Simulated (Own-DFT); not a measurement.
# Computed records: SiGe$_{3}$ (layered order of Si and Ge on the diamond lattice, atoms displaced)

All values are calculated (Own-DFT development build). A calculation, not a measurement: plane-wave density functional theory by an unreviewed code, no spin, of a simulated periodic cell, stress positive in tension, run twice, with PBE and with PBEsol, both on files made for PBE, so the change isn't that of files made for PBEsol, forces on such cells moved up to 12 meV/angstrom on a denser k mesh; the far tail of each file's local potential was reset to the Coulomb form; each entry is a single point on an unrelaxed cell, so the pressure reflects the starting lattice, mostly measured values (interpolated for alloys), from which strain is counted, and rises with the displacements; printed positions are rounded, which can move forces by about a meV/angstrom; the program, named Own-DFT, is a retired in-house code; no spin-orbit coupling; stress was not checked against mesh or cutoff.

Entry: SiGe$_{3}$ (layered order of Si and Ge on the diamond lattice, atoms displaced)

```
cell vectors (Å)
  11.2025     0.0000     0.0000
   0.0000    11.2025     0.0000
   0.0000     0.0000    11.2025
atoms (fractions of the cell vectors)
Ge  0.01103  0.99865  0.00070
Ge  0.99380  0.25799  0.26022
Ge  0.24595  0.00690  0.24721
Ge  0.25324  0.24634  0.99967
Ge  0.12192  0.12797  0.11463
Ge  0.12535  0.36969  0.37165
Ge  0.37280  0.12636  0.37565
Ge  0.37834  0.37031  0.12937
Ge  0.00050  0.99726  0.50004
Si  0.99440  0.24684  0.75241
Si  0.25045  0.00340  0.74530
Ge  0.25218  0.25456  0.50435
Ge  0.13661  0.12650  0.62471
Si  0.12555  0.38133  0.87102
Si  0.37376  0.12428  0.87386
Ge  0.37971  0.38442  0.63164
Ge  0.00465  0.49734  0.98792
Ge  0.99110  0.75199  0.24921
Ge  0.25784  0.50602  0.25472
Ge  0.25934  0.75481  0.00570
Ge  0.12979  0.63039  0.13621
Ge  0.12553  0.87601  0.37654
Ge  0.37382  0.62284  0.36596
Ge  0.38377  0.88394  0.12248
Ge  0.00952  0.50201  0.49104
Si  0.00808  0.74798  0.74658
Si  0.25842  0.50233  0.74602
Ge  0.25756  0.75120  0.49315
Ge  0.12886  0.62050  0.62617
Si  0.13158  0.86916  0.88699
Si  0.36999  0.62324  0.87888
Ge  0.37665  0.87356  0.61847
Ge  0.49333  0.99860  0.00304
Ge  0.50906  0.24492  0.26253
Ge  0.75729  0.00548  0.24553
Ge  0.74716  0.24805  0.99953
Ge  0.63355  0.12421  0.11672
Ge  0.62432  0.37072  0.37323
Ge  0.86841  0.12402  0.37853
Ge  0.87558  0.37577  0.13437
Ge  0.50227  0.01050  0.49634
Si  0.50182  0.24548  0.74713
Si  0.74940  0.99882  0.75285
Ge  0.74915  0.24650  0.49173
Ge  0.63128  0.12795  0.63114
Si  0.62193  0.37146  0.86927
Si  0.88038  0.13076  0.87389
Ge  0.87769  0.37903  0.62274
Ge  0.50428  0.49585  0.00258
Ge  0.50670  0.74496  0.25339
Ge  0.75205  0.49743  0.24399
Ge  0.75597  0.74670  0.99432
Ge  0.62454  0.63093  0.12484
Ge  0.63139  0.88029  0.36658
Ge  0.86727  0.62946  0.37513
Ge  0.86998  0.87346  0.12203
Ge  0.49668  0.50225  0.50387
Si  0.50285  0.74674  0.75040
Si  0.76282  0.49655  0.75586
Ge  0.75702  0.74681  0.49110
Ge  0.62968  0.62803  0.62808
Si  0.62342  0.86953  0.87766
Si  0.86549  0.62297  0.87930
Ge  0.87572  0.88137  0.62516
```

It was run with functional PBE, then PBEsol, potential files PseudoDojo norm-conserving, scalar-relativistic, standard set, wave cutoff 42 hartree, occupations Fermi-Dirac, smearing width 0.1 eV and k mesh 3 x 3 x 3 centred on Gamma.

The calculation gives: PBE pressure 3.96 GPa; PBE stress xx -3.91 GPa; PBE stress yy -4.06 GPa; PBE stress zz -3.91 GPa; PBE stress yz -0.83 GPa; PBE stress xz 0.48 GPa; PBE stress xy 0.12 GPa; PBEsol pressure 1.25 GPa; PBEsol stress xx -1.2 GPa; PBEsol stress yy -1.34 GPa; PBEsol stress zz -1.2 GPa; PBEsol stress yz -0.81 GPa; PBEsol stress xz 0.47 GPa; PBEsol stress xy 0.12 GPa; rms change of force components from PBE to PBEsol 0.049 eV/Å.

Force:
```csv
force element,PBE force x (eV/Å),PBE force y (eV/Å),PBE force z (eV/Å),PBEsol force x (eV/Å),PBEsol force y (eV/Å),PBEsol force z (eV/Å)
Ge,-1.785,-0.536,-1.011,-1.724,-0.497,-0.908
Ge,0.198,-1.808,-1.089,0.185,-1.733,-1.056
Ge,0.115,-0.408,-0.152,0.12,-0.395,-0.145
Ge,-0.163,1.137,-0.847,-0.17,1.098,-0.747
Ge,-0.03,0.861,1.92,-0.011,0.811,1.854
Ge,1.264,0.943,0.449,1.208,0.926,0.449
Ge,-0.307,0.217,0.033,-0.278,0.215,0.037
Ge,0.296,-0.061,0.275,0.29,-0.049,0.27
Ge,0.469,1.011,0.183,0.449,0.968,0.17
Si,1.378,0.876,-0.608,1.372,0.885,-0.683
Si,0.442,-1.267,1.288,0.419,-1.25,1.182
Ge,0.544,0.465,-0.205,0.518,0.433,-0.209
Ge,-1.906,0.058,0.442,-1.85,0.076,0.354
Si,0.822,-1.351,-1.038,0.795,-1.322,-0.952
Si,0.27,-0.144,-0.775,0.261,-0.14,-0.673
Ge,0.068,-1.531,-0.123,0.079,-1.483,-0.206
Ge,-0.563,0.979,1.729,-0.562,0.955,1.741
Ge,0.693,0.133,0.335,0.673,0.125,0.325
Ge,-1.483,-2.108,-1.371,-1.431,-2.03,-1.326
Ge,-0.278,-0.622,0.038,-0.261,-0.591,0.114
Ge,-0.547,-0.33,-1.295,-0.52,-0.311,-1.24
Ge,-0.183,-0.197,-0.704,-0.183,-0.184,-0.678
Ge,1.412,0.903,1.877,1.36,0.875,1.819
Ge,-1.178,-1.517,2.201,-1.149,-1.467,2.114
Ge,-1.01,0.175,0.52,-0.976,0.161,0.508
Si,-0.878,0.325,1.262,-0.86,0.308,1.17
Si,-1.125,0.238,1.48,-1.103,0.224,1.358
Ge,-0.821,-0.488,0.401,-0.79,-0.465,0.382
Ge,0.464,0.556,-0.363,0.445,0.53,-0.432
Si,-0.104,0.421,-2.144,-0.093,0.416,-2.022
Si,1.061,0.021,-0.486,1.044,0.034,-0.39
Ge,0.711,0.584,1,0.681,0.564,0.898
Ge,1.935,1.224,-1.963,1.876,1.169,-1.822
Ge,-0.841,-0.594,-2.071,-0.817,-0.563,-1.998
Ge,-0.57,-0.439,-0.447,-0.563,-0.435,-0.432
Ge,1.068,1.165,-0.982,1.025,1.111,-0.875
Ge,-1.475,-0.431,1.073,-1.418,-0.413,1.055
Ge,0.431,1.634,0.774,0.417,1.553,0.741
Ge,1.624,-0.418,-0.246,1.563,-0.393,-0.244
Ge,0.473,-0.17,-2.215,0.447,-0.165,-2.118
Ge,0.447,-1.079,0.519,0.424,-1.044,0.493
Si,-0.452,0.484,0.852,-0.443,0.465,0.75
Si,0.213,0.061,0.903,0.211,0.063,0.813
Ge,-0.222,1.058,1.728,-0.218,1.016,1.659
Ge,-0.16,-0.339,-0.414,-0.158,-0.325,-0.491
Si,0.614,0.26,-0.061,0.603,0.265,0.015
Si,-0.621,-1.311,0.338,-0.633,-1.303,0.424
Ge,0.401,-0.585,-0.234,0.398,-0.571,-0.291
Ge,-0.434,0.223,-0.745,-0.425,0.222,-0.655
Ge,-0.603,1.305,-0.368,-0.574,1.262,-0.371
Ge,-1.071,0.902,0.934,-1.028,0.872,0.907
Ge,-1.345,0.733,0.461,-1.318,0.73,0.541
Ge,0.668,-0.895,-0.599,0.645,-0.875,-0.566
Ge,-0.275,-0.048,0.873,-0.26,-0.053,0.839
Ge,1.676,-1.917,-1.122,1.625,-1.841,-1.093
Ge,0.965,0.563,-0.393,0.94,0.54,-0.36
Ge,1.02,0.37,-0.724,0.982,0.35,-0.7
Si,-0.675,0.227,0.515,-0.665,0.208,0.424
Si,-1.774,-0.063,-0.33,-1.74,-0.092,-0.411
Ge,-1.582,1.858,1.95,-1.526,1.795,1.873
Ge,0.454,-0.538,0.173,0.439,-0.527,0.098
Si,-0.084,0.54,-0.603,-0.079,0.531,-0.509
Si,2.346,-0.191,-1.38,2.316,-0.155,-1.264
Ge,-0.002,-1.124,0.583,0.016,-1.087,0.484
```
